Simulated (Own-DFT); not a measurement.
# Response to strain: hcp Hf, 36 atoms (Hf36)

The numbers are computed, not measured, by runs of the plane-wave DFT program Own-DFT (in-house, retired, unreviewed) at fixed positions, with no spin and no spin-orbit coupling.

Common settings: PBE; PseudoDojo norm-conserving scalar-relativistic files; cutoff 42 hartree; 4 x 4 x 4 k mesh centred on Gamma; cold (Marzari-Vanderbilt) smearing of 0.2 eV.

Keep in mind: hafnium file: forces about 75 meV/angstrom off all-electron values; forces on such cells passed a denser k mesh, each cell not checked; stress not checked against mesh or cutoff.

Unstrained cell vectors in Å: (9.589, 0.000, 0.000); (-4.795, 8.305, 0.000); (0.000, 0.000, 10.102). The unstrained cell has measured lattice constants (interpolated for alloys), not those of this functional. That, the random moves and any unrelaxed bonds set the pressure at no strain. The cell is deformed uniformly in each run, and the atoms keep their fractional places. Each coordinate of each atom was shifted by a normal deviate of width 0.05 Å. Strain is the symmetric tensor, in per cent. Stress is positive in tension, and the pressure is minus a third of its trace.

```
run  e_xx (%)  e_yy (%)  e_zz (%)  e_yz (%)  e_xz (%)  e_xy (%)  s_xx (GPa)  s_yy (GPa)  s_zz (GPa)  s_yz (GPa)  s_xz (GPa)  s_xy (GPa)  P (GPa)  E (meV/atom)
  1     -1.83      1.27     -0.58      0.80     -0.64      0.35       -4.92       -0.20       -3.43        0.72       -0.69        0.42     2.85          13.8
  2      0.40     -0.55     -0.40      1.56     -1.28     -1.12       -1.09       -2.27       -2.48        1.58       -1.27       -1.37     1.95           0.0
  3     -0.40      1.88     -1.81     -1.87      1.37      1.15       -2.06        0.53       -4.61       -2.03        1.50        1.25     2.04          19.5
  4     -0.90      0.84      0.75      1.10      1.57      1.83       -2.26       -0.15       -0.34        0.84        1.51        2.30     0.92          23.3
  5      0.38     -0.36      1.22     -1.64     -1.20     -1.09        0.48       -1.13        0.71       -1.74       -1.16       -1.56    -0.02           4.9
  6     -0.20      0.11     -1.82     -1.11     -1.20      0.66       -2.48       -2.81       -5.66       -1.21       -1.26        0.50     3.65           7.4
  7      1.91     -0.10     -0.74      0.85      0.44      1.63        1.88       -1.11       -1.98        0.91        0.22        2.04     0.40           8.9
  8      1.97      1.54     -1.61     -0.94      1.46      0.04        2.32        1.75       -2.50       -0.99        1.51        0.01    -0.52           4.2
  9     -0.83      2.00     -0.01      1.70     -1.01     -1.43       -1.71        1.92       -0.73        1.48       -1.00       -1.53     0.17           6.7
 10      1.46      1.36      0.89     -0.23     -1.11      0.80        2.67        2.76        2.01       -0.22       -1.10        0.81    -2.48           6.1
 11     -0.01     -1.63      0.48     -1.81     -1.60     -0.44       -2.19       -4.26       -1.96       -1.84       -1.64       -0.86     2.80          18.1
 12     -0.18      0.89     -0.91     -1.65     -0.96     -0.14       -1.82       -0.35       -3.31       -1.61       -1.04       -0.11     1.83          10.4
 13      0.21     -0.16      1.13     -1.20     -1.90      1.47       -0.28       -0.67        0.70       -1.15       -1.79        1.73     0.08           5.9
 14     -0.69      1.39     -1.70      0.68      1.72     -0.85       -3.31        0.07       -5.07        0.78        1.95       -0.92     2.77          15.2
 15      1.20     -0.83     -0.35      1.74     -0.10      1.19        0.38       -2.61       -2.22        1.90       -0.03        1.27     1.49           9.8
 16     -1.07      1.57     -0.32      1.48     -0.04      0.90       -2.46        0.60       -1.73        1.45       -0.11        1.36     1.20           1.5
 17     -0.17      1.03      1.57      1.13     -1.97     -0.35        0.07        1.59        1.89        1.04       -1.93       -0.39    -1.18           8.5
 18      0.58     -1.75      0.03      1.70      1.96      1.02           ?           ?           ?           ?           ?           ?        ?             ?
```

The last column gives the free energy per atom over the lowest of the runs shown.

## What the rows give

Least squares on the runs shown: each stress against a constant and the strains, taken as fractions with shears doubled. Shear strains stay in the fit of a normal stress only where such slopes are resolved. The slopes, in GPa:

| stress | at no strain | per e_xx | per e_yy | per e_zz | scatter |
|---|---|---|---|---|---|
| s_xx | -1.3 | 197 ± 6 | 56 ± 7 | 66 ± 6 | 0.25 |
| s_yy | -1.4 | 60 ± 5 | 194 ± 6 | 68 ± 5 | 0.21 |
| s_zz | -1.8 | 73 ± 5 | 71 ± 5 | 208 ± 4 | 0.18 |

The slope of each shear stress on twice its own strain, from a fit on all six strains: yz 51 ± 1, xz 52 ± 2, xy 60 ± 2 GPa. These are stiffnesses along x, y and z of the frame in which the cell vectors are given, with the crystal's c axis along z: C11, C12, C13 and C33. Hexagonal symmetry asks that xx and yy behave alike, which is a second check on the noise. These are clamped-ion slopes: internal relaxation, where symmetry allows it, would soften some. Symmetry asks for nearly equal slopes across the diagonal; the mismatch is a measure of noise. A ninth of the table's sum, 110 ± 2 GPa, estimates the bulk modulus near the mean pressure of these runs, 1.1 GPa.

## Withheld run

Q: what normal stresses and pressure should run 18 give?

The fitted form gives s_xx = -1.1, s_yy = -4.5, s_zz = -2.5 and P = 2.7 GPa. DFT gave -1.36, -4.45, -2.58 and P = 2.80 GPa.
